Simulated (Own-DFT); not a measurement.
# Response to strain: wurtzite AlGaN with randomly placed atoms, 72 atoms (Al9Ga27N36)

These are calculations, not measurements. The program, named Own-DFT, is a retired in-house plane-wave density functional code that no person has reviewed. Each row is one single-point run on a periodic cell that was not relaxed, without spin or spin-orbit coupling.

Settings of every run: PBE; PseudoDojo norm-conserving scalar-relativistic files (stringent for Ga); cutoff 96 hartree; 4 x 4 x 3 k mesh centred on Gamma; Gaussian smearing of 0.01 eV.

Known limits: forces on such cells passed a denser k mesh, each cell not checked; stress not checked against mesh or cutoff.

Unstrained cell vectors in Å: (9.509, 0.000, 0.000); (-4.755, 8.235, 0.000); (0.000, 0.000, 10.268). The unstrained cell has measured lattice constants (interpolated for alloys), not those of this functional. That, the random moves and any unrelaxed bonds set the pressure at no strain. Each run strains this cell uniformly, with the atoms carried along. Every atom was also moved at random, by a Gaussian of width 0.05 Å on each axis. The random placing of the alloy's atoms differs from row to row. Strain is the symmetric tensor, in per cent. Stress is positive in tension, and the pressure is minus a third of its trace.

| run | e_xx (%) | e_yy (%) | e_zz (%) | s_xx (GPa) | s_yy (GPa) | s_zz (GPa) | P (GPa) | E (meV/atom) |
|---|---|---|---|---|---|---|---|---|
| 1 | 1.25 | 1.25 | 0.00 | -0.19 | -1.91 | -6.21 | 2.77 | 24.6 |
| 2 | -1.75 | -1.75 | 0.00 | -19.66 | -13.99 | -10.45 | 14.70 | 37.7 |
| 3 | 0.25 | 0.25 | 0.00 | -4.84 | -4.10 | -7.74 | 5.56 | 0.0 |
| 4 | -1.50 | -1.50 | 0.00 | -15.60 | -17.47 | -9.54 | 14.20 | 55.3 |
| 5 | 1.50 | 1.50 | 0.00 | 1.15 | 0.13 | -4.90 | 1.21 | 6.3 |
| 6 | 2.00 | 2.00 | 0.00 | 1.89 | 3.54 | -3.41 | -0.67 | 5.7 |
| 7 | -2.25 | -2.25 | 0.00 | -21.09 | -19.17 | -11.99 | 17.42 | 63.4 |
| 8 | 1.00 | 1.00 | 0.00 | -0.11 | -1.52 | -7.89 | 3.17 | 9.7 |
| 9 | 1.75 | 1.75 | 0.00 | ? | ? | ? | ? | ? |

E is the free energy for each atom above the lowest run shown.

## Worked fit

The change of volume is close to e_xx + e_yy + e_zz. A straight line through the runs shown gives P = 7.61 - 212 x (fractional change of volume) GPa, with an error of 6 on the slope and a scatter of 0.52 GPa. The strain isn't the same on all axes and the cell isn't cubic, so the slope belongs to this path and is not the bulk modulus.

## Withheld run

Question: what pressure should run 9 give? Its volume changes by 3.53 %.

The line gives 0.1 GPa. The calculation gave 0.82 GPa.
